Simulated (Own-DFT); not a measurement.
# Energy and forces against displacement in hexagonal WC, 64 atoms (C32W32)

All numbers below are calculated, not measured. The program, named Own-DFT, is a retired in-house plane-wave density functional code that no person has reviewed. Each row is one single-point run on a periodic cell that was not relaxed, without spin or spin-orbit coupling.

Settings of every run: PBE; PseudoDojo norm-conserving scalar-relativistic files; cutoff 50 hartree; 4 x 4 x 4 k mesh centred on Gamma; cold (Marzari-Vanderbilt) smearing of 0.2 eV.

Known limits, some of them of some rows only: some atoms lie very close together; forces on such cells moved up to 12 meV/angstrom on a denser k mesh; stress not checked against mesh or cutoff.

Cell vectors in Å: (5.833, -5.052, -2.839); (0.000, -5.052, 8.518); (-5.833, -5.052, -2.839). In each run every atom was moved at random and independently from its ideal site; u is the rms move along one axis. E is the free energy for each atom above the fitted value at u = 0, and F the rms of the force components.

```
run   u (Å)  E (meV/atom)  F (eV/Å)  largest force (eV/Å)  P (GPa)
  1  0.0189          12.8     0.507                  1.85     3.22
  2  0.0194          14.8     0.570                  2.71     3.31
  3  0.0212          16.2     0.577                  2.20     3.36
  4  0.0469          79.8     1.278                  4.09     5.88
  5  0.0511         104.6     1.520                  5.90     6.98
  6  0.0531         104.9     1.481                  5.84     6.91
  7  0.0963         348.0     2.763                  9.72    16.47
  8  0.1011             ?         ?                     ?        ?
  9  0.1033         383.2     2.956                 14.55    17.57
 10  0.1487         798.6     4.486                 16.86    35.12
```

## Worked fit

For small independent moves the energy grows as E = (3/2) K u², with K the mean stiffness felt by one atom. The runs with u up to 0.11 Å give K = 24.9 ± 0.5 eV/Å², with residuals divided by u² + 0.0006 Å², since the noise grows with the moves. The scatter is 3.8 meV/atom at u = 0.05 Å. The forces follow F = G u with G = 28.2 eV/Å²; no force at u = 0 is resolved. G exceeds K because the moves of its neighbours add to the force on an atom, and stiffness differs between atoms. At u = 0.149 Å the parabola gives 824 meV/atom and the run 799. The pressure follows P = 2.85 + 1423 u² GPa: at fixed volume, shortened bonds push harder than stretched ones pull.

## Withheld run

Question: what energy and rms force should run 8 give?

The fit gives 381 ± 15 meV/atom and about 2.85 eV/Å. The calculation gave 378.0 meV/atom and 2.866 eV/Å.
